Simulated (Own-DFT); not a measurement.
# How strain changes the stress of wurtzite AlN, 128 atoms (Al64N64)

Calculated results; nothing here was measured. The program, named Own-DFT, is a retired in-house plane-wave density functional code that no person has reviewed. Each row is one single-point run on a periodic cell that was not relaxed, without spin or spin-orbit coupling.

Settings of every run: PBE; PseudoDojo norm-conserving scalar-relativistic files; cutoff 42 hartree; 3 x 3 x 3 k mesh centred on Gamma; Gaussian smearing of 0.01 eV.

Known limits: k mesh not checked against a denser one; stress not checked against mesh or cutoff.

Unstrained cell vectors in Å: (12.448, 0.000, 0.000); (-6.224, 10.780, 0.000); (0.000, 0.000, 9.964). The unstrained cell has measured lattice constants (interpolated for alloys), not those of this functional. That, the random moves and any unrelaxed bonds set the pressure at no strain. Each run strains this cell uniformly, with the atoms carried along. Every atom was also moved at random, by a Gaussian of width 0.05 Å on each axis. Strain is the symmetric tensor, in per cent. Stress is positive in tension, and the pressure is minus a third of its trace.

| run | e_xx (%) | e_yy (%) | e_zz (%) | e_yz (%) | e_xz (%) | e_xy (%) | s_xx (GPa) | s_yy (GPa) | s_zz (GPa) | s_yz (GPa) | s_xz (GPa) | s_xy (GPa) | P (GPa) | E (meV/atom) |
|---|---|---|---|---|---|---|---|---|---|---|---|---|---|---|
| 1 | -0.01 | 0.85 | -1.48 | -0.05 | -0.16 | -1.59 | -6.52 | -2.75 | -11.45 | 0.30 | -0.42 | -5.04 | 6.90 | 13.0 |
| 2 | 1.24 | 1.46 | -0.68 | -0.18 | 0.89 | -0.99 | 1.48 | 1.19 | -6.43 | 0.48 | 2.49 | -2.94 | 1.25 | 0.0 |
| 3 | 0.68 | 1.90 | 0.90 | 0.18 | -0.48 | -0.34 | 0.91 | 3.31 | -0.34 | 0.33 | -1.44 | -1.09 | -1.29 | 0.1 |
| 4 | -1.75 | 1.84 | 1.59 | -1.96 | -0.27 | -0.36 | -10.05 | 1.40 | -0.05 | -4.47 | -0.47 | -0.70 | 2.90 | 23.7 |
| 5 | 0.39 | -1.77 | -1.85 | -0.27 | 0.05 | 0.24 | -8.67 | -15.65 | -15.47 | -1.73 | -0.15 | 0.37 | 13.26 | 38.5 |
| 6 | -0.90 | 1.72 | 0.44 | -0.28 | 0.76 | 1.90 | -8.76 | 1.67 | -2.33 | -0.79 | 1.96 | 5.77 | 3.14 | 9.5 |
| 7 | 1.93 | -1.77 | 1.05 | 1.15 | 0.75 | -1.66 | 1.40 | -12.47 | -1.61 | 2.93 | 1.84 | -6.61 | 4.23 | 33.3 |
| 8 | -1.21 | 0.66 | -1.84 | 1.30 | -1.23 | 1.69 | -12.05 | -5.59 | -14.93 | 3.07 | -3.18 | 6.25 | 10.86 | 25.6 |
| 9 | 0.83 | -0.03 | -1.08 | -1.96 | -1.11 | 0.41 | -2.31 | -3.36 | -12.47 | -4.82 | -2.77 | 0.47 | 6.05 | 6.6 |
| 10 | -0.79 | -1.38 | -1.03 | 1.18 | 0.72 | -0.10 | -12.39 | -14.63 | -11.85 | 2.86 | 1.92 | -0.28 | 12.96 | 32.1 |
| 11 | -0.26 | 0.34 | -1.12 | -0.54 | -1.83 | -0.03 | -6.78 | -6.92 | -9.17 | -2.01 | -4.48 | -0.15 | 7.62 | 11.9 |
| 12 | 1.66 | -1.16 | -1.66 | 0.61 | 1.01 | 0.99 | -1.39 | -9.86 | -13.02 | 1.69 | 1.58 | 2.33 | 8.09 | 17.6 |
| 13 | 0.99 | -0.32 | 0.68 | 1.62 | -0.52 | -0.85 | -1.86 | -5.86 | -1.11 | 4.32 | -1.48 | -2.57 | 2.95 | 8.7 |
| 14 | 0.59 | 1.88 | -1.60 | -0.04 | 1.69 | -1.59 | -3.26 | 2.31 | -11.10 | -0.25 | 4.12 | -5.55 | 4.02 | 25.3 |
| 15 | -1.56 | -0.84 | -1.15 | 1.20 | -0.26 | 0.25 | -16.55 | -12.32 | -13.08 | 3.35 | -1.72 | 2.18 | 13.98 | 37.0 |
| 16 | -0.92 | 0.70 | 0.22 | 1.35 | 1.03 | -0.80 | ? | ? | ? | ? | ? | ? | ? | ? |

E is the free energy for each atom above the lowest run shown.

## Worked fit

Each stress component was fitted by least squares to a constant and the strains of the runs shown, as fractions, with shears doubled. Shear strains stay in the fit of a normal stress only where such slopes are resolved. The slopes, in GPa:

| stress | at no strain | per e_xx | per e_yy | per e_zz | scatter |
|---|---|---|---|---|---|
| s_xx | -6.2 | 475 ± 18 | 138 ± 16 | 88 ± 18 | 0.77 |
| s_yy | -6.2 | 120 ± 25 | 473 ± 22 | 45 ± 24 | 1.03 |
| s_zz | -6.0 | 78 ± 27 | 82 ± 23 | 439 ± 26 | 1.12 |

Each shear stress against twice its own strain: yz 128 ± 7, xz 123 ± 6, xy 155 ± 6 GPa. These are stiffnesses along x, y and z of the frame in which the cell vectors are given, which need not be the crystal's axes. The atoms are held to the strained lattice; where symmetry lets them move under strain, relaxing them would lower some slopes. The table should be nearly symmetric about its diagonal, and what it lacks of that shows the noise. A ninth of its sum, 215 ± 5 GPa, estimates the bulk modulus near the mean pressure of these runs, 6.5 GPa, so it lies above the value at zero pressure.

## Withheld run

Question: what normal stresses and pressure should run 16 give?

The fit gives s_xx = -9.4, s_yy = -4.0, s_zz = -5.2 and P = 6.2 GPa. The calculation gave -9.65, -4.49, -4.39 and P = 6.18 GPa.
